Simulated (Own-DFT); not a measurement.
# Response to strain: 4H SiC, 72 atoms (C36Si36)

Calculated results; nothing here was measured. They come from Own-DFT, an in-house plane-wave density functional program, since retired, whose code no person has reviewed. Each row is one single-point run on a periodic cell that was not relaxed, without spin or spin-orbit coupling.

Settings of every run: PBE; PseudoDojo norm-conserving scalar-relativistic files; cutoff 42 hartree; 4 x 4 x 3 k mesh centred on Gamma; Fermi-Dirac smearing of 0.1 eV.

Known limits: forces on such cells passed a denser k mesh, each cell not checked; stress not checked against mesh or cutoff.

Unstrained cell vectors in Å: (9.248, 0.000, 0.000); (-4.624, 8.009, 0.000); (0.000, 0.000, 10.068). The unstrained cell has measured lattice constants (interpolated for alloys), not those of this functional. That, the random moves and any unrelaxed bonds set the pressure at no strain. Each run strains this cell uniformly, with the atoms carried along. Every atom was also moved at random, by a Gaussian of width 0.05 Å on each axis. Strain is the symmetric tensor, in per cent. Stress is positive in tension, and the pressure is minus a third of its trace.

```
run,e_xx (%),e_yy (%),e_zz (%),e_yz (%),e_xz (%),e_xy (%),s_xx (GPa),s_yy (GPa),s_zz (GPa),s_yz (GPa),s_xz (GPa),s_xy (GPa),P (GPa),E (meV/atom)
1,0.46,-0.43,-0.05,1.49,0.06,-0.39,-2.62,-7.66,-6.30,5.02,-0.39,-1.83,5.53,18.4
2,1.58,0.93,-0.20,-0.67,-0.72,1.19,3.01,2.72,-7.26,-2.09,-2.58,5.25,0.51,24.2
3,-1.76,-1.07,0.88,-1.60,0.59,1.83,-17.50,-12.32,-3.69,-6.15,2.66,9.92,11.17,59.4
4,1.38,-0.24,-0.67,0.95,-0.45,-0.13,1.40,-4.07,-10.47,3.38,-1.96,-0.35,4.38,23.1
5,-1.28,1.54,0.54,1.71,-1.74,-0.10,-10.00,0.75,-2.05,4.96,-6.08,0.20,3.77,32.4
6,-0.11,1.40,-0.11,0.16,0.03,0.22,-3.25,1.45,-6.12,0.73,0.18,1.93,2.64,4.2
7,1.80,1.31,0.72,1.62,-1.92,0.66,5.06,2.82,0.41,5.27,-6.26,2.69,-2.76,16.3
8,1.24,-1.38,0.68,-0.11,0.78,0.48,1.17,-10.41,-1.57,-0.19,2.08,1.17,3.61,0.0
9,1.85,1.52,0.80,-1.01,-0.35,1.02,5.59,4.34,0.93,-3.29,-1.20,3.28,-3.62,10.7
10,1.92,1.50,-1.98,-0.96,-0.92,-0.29,4.45,3.84,-16.68,-3.22,-3.77,-1.84,2.80,34.1
11,-1.58,1.96,1.52,1.25,0.02,-1.51,-10.60,4.11,2.55,4.92,0.14,-5.99,1.31,16.8
12,0.84,0.43,0.88,-1.77,-0.59,0.83,-0.93,-0.67,-1.62,-5.76,-1.49,3.72,1.07,29.7
13,1.98,-1.44,0.10,1.89,1.50,-0.20,4.81,-13.37,-6.38,6.63,5.67,-1.47,4.98,50.6
14,1.84,1.57,1.71,1.91,-1.60,-0.88,5.93,6.53,3.03,5.96,-5.37,-2.69,-5.17,20.9
15,0.39,-0.24,0.30,0.14,-0.47,1.58,-2.33,-7.27,-4.71,0.07,-1.79,7.63,4.77,36.9
16,-1.43,-1.97,-0.43,-1.87,0.75,-1.72,-15.88,-18.15,-11.69,-6.90,1.86,-9.10,15.24,59.9
17,1.67,1.92,-1.23,0.87,1.49,-1.58,?,?,?,?,?,?,?,?
```

E is the free energy for each atom above the lowest run shown.

## Worked fit

Each stress component was fitted by least squares to a constant and the strains of the runs shown, as fractions, with shears doubled. Shear strains stay in the fit of a normal stress only where such slopes are resolved. The slopes, in GPa:

| stress | at no strain | per e_xx | per e_yy | per e_zz | scatter |
|---|---|---|---|---|---|
| s_xx | -5.5 | 533 ± 22 | 93 ± 23 | 45 ± 34 | 1.12 |
| s_yy | -5.6 | 111 ± 23 | 544 ± 24 | 46 ± 36 | 1.18 |
| s_zz | -6.6 | 45 ± 20 | 66 ± 22 | 578 ± 32 | 1.05 |

Each shear stress against twice its own strain: yz 169 ± 4, xz 178 ± 8, xy 242 ± 12 GPa. These are stiffnesses along x, y and z of the frame in which the cell vectors are given, which need not be the crystal's axes. The atoms are held to the strained lattice; where symmetry lets them move under strain, relaxing them would lower some slopes. The table should be nearly symmetric about its diagonal, and what it lacks of that shows the noise. A ninth of its sum, 229 ± 6 GPa, estimates the bulk modulus near the mean pressure of these runs, 3.1 GPa, so it lies above the value at zero pressure.

## Withheld run

Question: what normal stresses and pressure should run 17 give?

The fit gives s_xx = 4.6, s_yy = 6.1, s_zz = -11.7 and P = 0.3 GPa. The calculation gave 5.75, 6.16, -14.92 and P = 1.00 GPa.
